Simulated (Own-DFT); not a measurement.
# Response to strain: 4H SiC, 72 atoms (C36Si36)

These are calculations, not measurements. They come from Own-DFT, an in-house plane-wave density functional program, since retired, whose code no person has reviewed. Each row is one single-point run on a periodic cell that was not relaxed, without spin or spin-orbit coupling.

Settings of every run: PBE; PseudoDojo norm-conserving scalar-relativistic files; cutoff 42 hartree; 4 x 4 x 3 k mesh centred on Gamma; Fermi-Dirac smearing of 0.1 eV.

Known limits: forces on such cells passed a denser k mesh, each cell not checked; stress not checked against mesh or cutoff.

Unstrained cell vectors in Å: (9.248, 0.000, 0.000); (-4.624, 8.009, 0.000); (0.000, 0.000, 10.068). The unstrained cell has measured lattice constants (interpolated for alloys), not those of this functional. That, the random moves and any unrelaxed bonds set the pressure at no strain. Each run strains this cell uniformly, with the atoms carried along. Every atom was also moved at random, by a Gaussian of width 0.05 Å on each axis. Strain is the symmetric tensor, in per cent. Stress is positive in tension, and the pressure is minus a third of its trace.

```
run,e_xx (%),e_yy (%),e_zz (%),e_yz (%),e_xz (%),e_xy (%),s_xx (GPa),s_yy (GPa),s_zz (GPa),s_yz (GPa),s_xz (GPa),s_xy (GPa),P (GPa),E (meV/atom)
1,1.39,0.23,-1.71,0.60,-1.28,0.57,0.94,-3.13,-16.73,2.51,-3.79,3.07,6.31,40.7
2,-0.51,0.03,-0.58,-1.20,-0.26,1.34,-7.43,-4.86,-9.02,-3.80,-0.60,7.41,7.10,0.0
3,0.87,-0.98,0.01,-1.57,-0.43,0.47,-0.99,-8.78,-5.24,-4.18,-2.11,1.57,5.00,3.7
4,0.90,-0.46,-1.97,-1.28,-1.58,-0.49,-1.44,-7.22,-18.10,-3.37,-4.88,-0.97,8.92,36.2
5,0.78,-1.92,-1.26,1.54,0.18,1.08,-3.48,-13.04,-17.15,4.37,1.16,5.31,11.22,39.4
6,1.79,-1.07,0.13,-1.18,1.69,-1.80,3.56,-9.34,-5.15,-3.56,5.57,-8.83,3.64,23.4
7,1.96,-0.99,0.36,-0.97,0.67,0.66,4.86,-11.49,-2.73,-2.95,2.18,3.92,3.12,28.5
8,0.14,1.11,-1.45,1.51,-0.73,-0.44,-4.13,-0.08,-14.18,4.77,-3.52,-1.34,6.13,32.3
9,-1.74,-1.17,-1.59,1.97,-0.57,-0.93,-16.10,-16.16,-16.82,7.31,-1.60,-4.38,16.36,36.0
10,-0.46,0.18,0.64,0.99,1.34,0.24,-7.30,-6.30,-0.10,3.99,4.27,0.64,4.56,18.8
11,-0.85,0.86,1.31,-1.20,-0.95,1.56,-8.07,-0.42,1.30,-4.16,-3.80,6.48,2.40,6.0
12,1.41,-1.96,-1.29,0.13,-0.95,-0.46,0.35,-15.70,-15.27,1.18,-3.12,-2.46,10.20,36.8
13,-1.11,1.24,-0.96,0.80,-0.01,0.78,-9.11,-2.62,-10.59,3.92,0.07,3.74,7.44,27.0
14,1.46,1.88,0.96,-0.58,0.10,-1.87,4.07,5.92,0.00,-1.62,0.01,-8.83,-3.33,12.6
15,-0.71,0.73,1.83,1.10,-1.32,-1.33,-7.87,-1.43,4.23,4.02,-3.99,-5.28,1.69,27.1
16,1.39,0.78,-0.40,-0.88,-0.65,-0.71,1.54,0.63,-6.27,-2.03,-2.08,-3.02,1.36,6.9
17,1.40,1.28,-1.86,-1.61,-1.87,-1.71,?,?,?,?,?,?,?,?
```

E is the free energy for each atom above the lowest run shown.

## Worked fit

Each stress component was fitted by least squares to a constant and the strains of the runs shown, as fractions, with shears doubled. Shear strains stay in the fit of a normal stress only where such slopes are resolved. The slopes, in GPa:

| stress | at no strain | per e_xx | per e_yy | per e_zz | scatter |
|---|---|---|---|---|---|
| s_xx | -5.1 | 509 ± 13 | 74 ± 14 | 42 ± 14 | 0.57 |
| s_yy | -5.8 | 120 ± 36 | 529 ± 38 | 35 ± 37 | 1.56 |
| s_zz | -6.0 | 24 ± 30 | 66 ± 32 | 610 ± 31 | 1.31 |

Each shear stress against twice its own strain: yz 155 ± 8, xz 163 ± 8, xy 233 ± 10 GPa. These are stiffnesses along x, y and z of the frame in which the cell vectors are given, which need not be the crystal's axes. The atoms are held to the strained lattice; where symmetry lets them move under strain, relaxing them would lower some slopes. The table should be nearly symmetric about its diagonal, and what it lacks of that shows the noise. A ninth of its sum, 223 ± 6 GPa, estimates the bulk modulus near the mean pressure of these runs, 5.8 GPa, so it lies above the value at zero pressure.

## Withheld run

Question: what normal stresses and pressure should run 17 give?

The fit gives s_xx = 2.2, s_yy = 2.1, s_zz = -16.2 and P = 4.0 GPa. The calculation gave 1.09, 3.46, -17.81 and P = 4.42 GPa.
